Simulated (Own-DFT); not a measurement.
Hf₃₁O₆₄ (monoclinic hafnia with one vacancy, atoms displaced) (calculated)

A calculation, not a measurement: plane-wave density functional theory by an unreviewed code, no spin, of a simulated periodic cell, stress positive in tension, run twice, with PBE and with PBEsol, both on files made for PBE, so the change isn't that of files made for PBEsol, defect cell not probed for a lower state with spin; a neutral cation vacancy leaves holes that likely carry spin, which this run leaves out; hafnium file: forces about 75 meV/angstrom off all-electron values; oxygen file: force components 24 meV/angstrom off all-electron in one glass; forces on such cells passed a denser k mesh, this cell's mesh not checked; the far tail of each file's local potential was reset to the Coulomb form; each entry is a single point on an unrelaxed cell, so the pressure reflects the starting lattice, mostly measured values (interpolated for alloys), from which strain is counted, and rises with the displacements; printed positions are rounded, which can move forces by about a meV/angstrom; the program, named Own-DFT, is a retired in-house code; no spin-orbit coupling; stress was not checked against mesh or cutoff. Program: Own-DFT development build.

```cif
# cell vector a (Å): 10.2340 0.0000 0.0000
# cell vector b (Å): 0.0000 10.3500 0.0000
# cell vector c (Å): -1.6955 0.0000 10.4453
data_Hf31O64
_symmetry_space_group_name_H-M 'P 1'
_symmetry_Int_Tables_number 1
_cell_length_a 10.2340
_cell_length_b 10.3500
_cell_length_c 10.5820
_cell_angle_alpha 90.000
_cell_angle_beta 99.220
_cell_angle_gamma 90.000
_cell_volume 1106.39
loop_
_atom_site_label
_atom_site_type_symbol
_atom_site_fract_x
_atom_site_fract_y
_atom_site_fract_z
_atom_site_occupancy
Hf1 Hf 0.14068 0.01334 0.09695 1
Hf2 Hf 0.36236 0.25892 0.14326 1
Hf3 Hf 0.35960 0.46590 0.39127 1
Hf4 Hf 0.13742 0.22261 0.35358 1
O1 O 0.03459 0.17119 0.17515 1
O2 O 0.45599 0.40761 0.07567 1
O3 O 0.46466 0.33482 0.32708 1
O4 O 0.03519 0.08697 0.41381 1
O5 O 0.22487 0.38657 0.23699 1
O6 O 0.27604 0.12524 0.01097 1
O7 O 0.27444 0.11622 0.26539 1
O8 O 0.22624 0.37085 0.49141 1
Hf5 Hf 0.13948 0.02565 0.60493 1
Hf6 Hf 0.35849 0.27377 0.64407 1
Hf7 Hf 0.35922 0.47770 0.90082 1
Hf8 Hf 0.15061 0.22187 0.85863 1
O9 O 0.03402 0.16309 0.67767 1
O10 O 0.46582 0.41159 0.57307 1
O11 O 0.46475 0.33433 0.82754 1
O12 O 0.03986 0.08808 0.92132 1
O13 O 0.21900 0.38044 0.73839 1
O14 O 0.27482 0.13497 0.50920 1
O15 O 0.28316 0.11738 0.76100 1
O16 O 0.21769 0.37260 0.98703 1
Hf9 Hf 0.13893 0.52123 0.10702 1
Hf10 Hf 0.36350 0.76943 0.14999 1
Hf11 Hf 0.36634 0.97700 0.39641 1
Hf12 Hf 0.14033 0.72874 0.35234 1
O17 O 0.03717 0.66668 0.16814 1
O18 O 0.46443 0.91878 0.07133 1
O19 O 0.47333 0.83427 0.33098 1
O20 O 0.03414 0.58362 0.42105 1
O21 O 0.22301 0.89015 0.24020 1
O22 O 0.27542 0.62747 0.00814 1
O23 O 0.27834 0.62468 0.26706 1
O24 O 0.22282 0.87349 0.49702 1
Hf13 Hf 0.13935 0.52557 0.60784 1
Hf14 Hf 0.35830 0.76586 0.65532 1
Hf15 Hf 0.35847 0.97659 0.90420 1
Hf16 Hf 0.13999 0.73030 0.85449 1
O25 O 0.03670 0.66874 0.66825 1
O26 O 0.45809 0.91718 0.58418 1
O27 O 0.45810 0.82935 0.82668 1
O28 O 0.02855 0.57573 0.92395 1
O29 O 0.22572 0.87438 0.74253 1
O30 O 0.26980 0.62596 0.50937 1
O31 O 0.28226 0.61452 0.76316 1
O32 O 0.22095 0.87553 0.98951 1
Hf17 Hf 0.63286 0.01472 0.10554 1
Hf18 Hf 0.85793 0.26924 0.14378 1
Hf19 Hf 0.85979 0.48735 0.39919 1
Hf20 Hf 0.63995 0.23232 0.35558 1
O33 O 0.54614 0.16716 0.18126 1
O34 O 0.96262 0.42325 0.07316 1
O35 O 0.96406 0.33344 0.32184 1
O36 O 0.54021 0.08227 0.42397 1
O37 O 0.72794 0.37810 0.24748 1
O38 O 0.77420 0.13094 0.00871 1
O39 O 0.77333 0.12622 0.26082 1
O40 O 0.72411 0.37581 0.48895 1
Hf21 Hf 0.63664 0.02545 0.61376 1
Hf22 Hf 0.86672 0.26774 0.64219 1
Hf23 Hf 0.86868 0.48729 0.88642 1
O41 O 0.53972 0.16946 0.68190 1
O42 O 0.96347 0.40983 0.58006 1
O43 O 0.97149 0.32987 0.83273 1
O44 O 0.53374 0.08782 0.92681 1
O45 O 0.71903 0.38009 0.74798 1
O46 O 0.77375 0.13463 0.51520 1
O47 O 0.78295 0.11242 0.76159 1
O48 O 0.72239 0.36820 0.98906 1
Hf24 Hf 0.63571 0.52120 0.10482 1
Hf25 Hf 0.86407 0.77423 0.14786 1
Hf26 Hf 0.86613 0.97794 0.39435 1
Hf27 Hf 0.63664 0.72909 0.34922 1
O49 O 0.53466 0.66557 0.16903 1
O50 O 0.96031 0.91768 0.07755 1
O51 O 0.95745 0.84069 0.32164 1
O52 O 0.52988 0.57937 0.41759 1
O53 O 0.72550 0.88696 0.23946 1
O54 O 0.76783 0.62552 0.01387 1
O55 O 0.77822 0.61954 0.26383 1
O56 O 0.71832 0.87304 0.48664 1
Hf28 Hf 0.64258 0.52326 0.60673 1
Hf29 Hf 0.86341 0.77465 0.63907 1
Hf30 Hf 0.86241 0.98222 0.89423 1
Hf31 Hf 0.63529 0.72564 0.85219 1
O57 O 0.53726 0.66397 0.68577 1
O58 O 0.96649 0.91584 0.57298 1
O59 O 0.96765 0.83463 0.82512 1
O60 O 0.53197 0.57806 0.92450 1
O61 O 0.72939 0.88611 0.74831 1
O62 O 0.77609 0.63335 0.49838 1
O63 O 0.76999 0.61995 0.75645 1
O64 O 0.72633 0.87867 0.98852 1
_calc_functional 'PBE, then PBEsol'
_calc_potential_files 'PseudoDojo norm-conserving, scalar-relativistic, standard set'
_calc_wave_cutoff 72  # hartree
_calc_occupations 'Fermi-Dirac'
_calc_smearing_width 0.1  # eV
_calc_k_mesh '2 x 2 x 2 centred on Gamma'
_calc_PBE_pressure 4.68  # GPa
_calc_PBE_stress_xx -4.57  # GPa
_calc_PBE_stress_yy -4.92  # GPa
_calc_PBE_stress_zz -4.57  # GPa
_calc_PBE_stress_yz -0.34  # GPa
_calc_PBE_stress_xz 0.04  # GPa
_calc_PBE_stress_xy -0.2  # GPa
_calc_PBEsol_pressure -1.65  # GPa
_calc_PBEsol_stress_xx 1.77  # GPa
_calc_PBEsol_stress_yy 1.37  # GPa
_calc_PBEsol_stress_zz 1.8  # GPa
_calc_PBEsol_stress_yz -0.33  # GPa
_calc_PBEsol_stress_xz 0.39  # GPa
_calc_PBEsol_stress_xy -0.21  # GPa
_calc_rms_change_of_force_components_from_PBE_to_PBEsol 0.05  # eV/angstrom
```

Force:
| force element | PBE force x (eV/Å) | PBE force y (eV/Å) | PBE force z (eV/Å) | PBEsol force x (eV/Å) | PBEsol force y (eV/Å) | PBEsol force z (eV/Å) |
| --- | --- | --- | --- | --- | --- | --- |
| Hf | -2.606 | 2.086 | 1.508 | -2.518 | 2.062 | 1.442 |
| Hf | 0.679 | 1.696 | 1.11 | 0.665 | 1.718 | 1.104 |
| Hf | 0.024 | 2.168 | 1.295 | 0.025 | 2.071 | 1.284 |
| Hf | -0.344 | 2.366 | -0.768 | -0.351 | 2.247 | -0.774 |
| O | 0.999 | -1.262 | -1.162 | 0.974 | -1.209 | -1.06 |
| O | 0.854 | 0.594 | 0.743 | 0.807 | 0.585 | 0.675 |
| O | 0.485 | -1.425 | -0.784 | 0.46 | -1.398 | -0.797 |
| O | -0.816 | -1.436 | 1.656 | -0.782 | -1.406 | 1.655 |
| O | 0.17 | -1.305 | -0.019 | 0.233 | -1.255 | -0.016 |
| O | 0.491 | -0.102 | 0.357 | 0.416 | -0.113 | 0.338 |
| O | 0.719 | 0.726 | -0.989 | 0.64 | 0.708 | -0.96 |
| O | -0.652 | -0.079 | -0.382 | -0.548 | -0.078 | -0.372 |
| Hf | 0.544 | -0.58 | -0.143 | 0.546 | -0.53 | -0.163 |
| Hf | 1.919 | 0.017 | 1.6 | 1.864 | 0.065 | 1.577 |
| Hf | 1.038 | -1.561 | -0.867 | 1.018 | -1.581 | -0.839 |
| Hf | -1.842 | 2.205 | -1.169 | -1.812 | 2.118 | -1.153 |
| O | 1.102 | -0.674 | -0.54 | 1.091 | -0.645 | -0.494 |
| O | 0.449 | 0.389 | 0.331 | 0.413 | 0.385 | 0.272 |
| O | -1.367 | 0.436 | -0.29 | -1.493 | 0.492 | -0.36 |
| O | -0.313 | -1.161 | 0.463 | -0.272 | -1.145 | 0.488 |
| O | 0.325 | -0.483 | 0.11 | 0.381 | -0.469 | 0.1 |
| O | -0.051 | -1.018 | 0.263 | -0.128 | -0.994 | 0.256 |
| O | -0.725 | -0.106 | -0.113 | -0.792 | -0.095 | -0.104 |
| O | 0.141 | -0.781 | 0.384 | 0.199 | -0.761 | 0.363 |
| Hf | -0.624 | -1.205 | -0.667 | -0.622 | -1.152 | -0.684 |
| Hf | -0.054 | -0.356 | -0.023 | -0.045 | -0.32 | 0.005 |
| Hf | 0.005 | 0.611 | 1.613 | 0.003 | 0.566 | 1.597 |
| Hf | -0.514 | -0.054 | 1.189 | -0.481 | -0.13 | 1.147 |
| O | -0.33 | 1.041 | 0.701 | -0.315 | 1.019 | 0.741 |
| O | -1.332 | -1.848 | 1.74 | -1.313 | -1.783 | 1.649 |
| O | -1.518 | 0.408 | -1.131 | -1.487 | 0.383 | -1.154 |
| O | 0.327 | 0.679 | -0.039 | 0.324 | 0.66 | 0.011 |
| O | 0.67 | -2.213 | 0.362 | 0.719 | -2.16 | 0.347 |
| O | -0.348 | 1.158 | 0.8 | -0.398 | 1.118 | 0.774 |
| O | 0.15 | 0.663 | -0.921 | 0.078 | 0.657 | -0.9 |
| O | -0.105 | -0.495 | -1.258 | -0.044 | -0.476 | -1.225 |
| Hf | 0.102 | -1.729 | -1.091 | 0.123 | -1.641 | -1.085 |
| Hf | 0.791 | 0.534 | -1.845 | 0.757 | 0.583 | -1.747 |
| Hf | 2.639 | 1.192 | -2.99 | 2.59 | 1.142 | -2.884 |
| Hf | -0.963 | -0.42 | -0.425 | -0.929 | -0.417 | -0.458 |
| O | -0.332 | 0.338 | 0.676 | -0.306 | 0.34 | 0.701 |
| O | 0.592 | 0.078 | -0.218 | 0.562 | 0.086 | -0.267 |
| O | 0.625 | 0.192 | 1.276 | 0.594 | 0.156 | 1.18 |
| O | 3.784 | 3.298 | -0.659 | 3.7 | 3.187 | -0.593 |
| O | -1.074 | 0.344 | 0.264 | -0.985 | 0.307 | 0.27 |
| O | 0.321 | 0.683 | 0.449 | 0.219 | 0.664 | 0.445 |
| O | -1.071 | 0.977 | -0.298 | -1.104 | 0.974 | -0.296 |
| O | -0.146 | -1.409 | 0.422 | -0.088 | -1.344 | 0.415 |
| Hf | 2.268 | 2.959 | -1.625 | 2.221 | 2.932 | -1.631 |
| Hf | -0.1 | 0.605 | -0.788 | -0.111 | 0.623 | -0.733 |
| Hf | 0.653 | -2.512 | -0.931 | 0.605 | -2.48 | -0.899 |
| Hf | 0.706 | 0.001 | 0.775 | 0.715 | -0.045 | 0.722 |
| O | -2.21 | 0.031 | -1.144 | -2.156 | 0.05 | -1.063 |
| O | -0.204 | -0.52 | 0.745 | -0.179 | -0.478 | 0.671 |
| O | 0.265 | 0.63 | 1.003 | 0.249 | 0.578 | 0.924 |
| O | -1.064 | -0.29 | 0.171 | -1.037 | -0.301 | 0.21 |
| O | -0.647 | 0.793 | -0.928 | -0.575 | 0.756 | -0.89 |
| O | 0.629 | -1.05 | 1.092 | 0.61 | -1.075 | 1.154 |
| O | 0.872 | -0.814 | 0.557 | 0.786 | -0.779 | 0.547 |
| O | -0.209 | 0.338 | 0.479 | -0.146 | 0.343 | 0.45 |
| Hf | 0.088 | 0.597 | 0.46 | 0.106 | 0.655 | 0.436 |
| Hf | -2.489 | 0.104 | 2.734 | -2.418 | 0.133 | 2.685 |
| Hf | -3.531 | -4.631 | 1.014 | -3.446 | -4.585 | 1.032 |
| O | -0.907 | -0.385 | -1.297 | -0.917 | -0.418 | -1.337 |
| O | 1.379 | 1.816 | -0.516 | 1.331 | 1.779 | -0.543 |
| O | 0.006 | 0.302 | -0.529 | 0.014 | 0.3 | -0.564 |
| O | -1.27 | -1.039 | 0.16 | -1.323 | -1.165 | 0.278 |
| O | 1.357 | 0.974 | -1.904 | 1.439 | 1.051 | -1.922 |
| O | 0.28 | -0.763 | -0.62 | 0.209 | -0.728 | -0.593 |
| O | 0.769 | 0.635 | -1.08 | 0.767 | 0.528 | -1.096 |
| O | 0.67 | 1.238 | 1.136 | 0.76 | 1.294 | 1.21 |
| Hf | 0.816 | -2.408 | -0.68 | 0.831 | -2.294 | -0.709 |
| Hf | -0.928 | -0.534 | -1.191 | -0.899 | -0.448 | -1.131 |
| Hf | -2.083 | 1.87 | 0.09 | -2.03 | 1.763 | 0.094 |
| Hf | 0.663 | -0.747 | 1.381 | 0.656 | -0.774 | 1.343 |
| O | -0.843 | 0.928 | 0.124 | -0.826 | 0.925 | 0.176 |
| O | 1.477 | 0.342 | 0.201 | 1.439 | 0.333 | 0.158 |
| O | 2.097 | -1.655 | 0.273 | 2.012 | -1.616 | 0.212 |
| O | 0.833 | 0.924 | 0.303 | 0.83 | 0.887 | 0.33 |
| O | -0.289 | -1.473 | 0.192 | -0.214 | -1.442 | 0.187 |
| O | 0.656 | 0.932 | -0.4 | 0.566 | 0.902 | -0.391 |
| O | -0.307 | 0.896 | -1.184 | -0.367 | 0.874 | -1.136 |
| O | 0.711 | -0.24 | 0.448 | 0.77 | -0.246 | 0.422 |
| Hf | -1.103 | -2.026 | -0.422 | -1.052 | -1.963 | -0.409 |
| Hf | -0.861 | 0.45 | 0.817 | -0.823 | 0.499 | 0.818 |
| Hf | -1.289 | 1.35 | 0.054 | -1.298 | 1.283 | 0.045 |
| Hf | 0.178 | 0.788 | 1.548 | 0.162 | 0.703 | 1.465 |
| O | -0.738 | -0.29 | -1.807 | -0.705 | -0.26 | -1.685 |
| O | 0.252 | 0.191 | 0.076 | 0.227 | 0.194 | 0.027 |
| O | 0.594 | -0.607 | -0.046 | 0.586 | -0.611 | -0.097 |
| O | 0.139 | 0.665 | 0.195 | 0.14 | 0.636 | 0.243 |
| O | -0.32 | -1.793 | -1.282 | -0.243 | -1.735 | -1.242 |
| O | -0.3 | 0.332 | 1.887 | -0.342 | 0.307 | 1.827 |
| O | 1.114 | 1.237 | -0.33 | 1.007 | 1.2 | -0.32 |
| O | -0.599 | -1.326 | 0.269 | -0.519 | -1.277 | 0.272 |
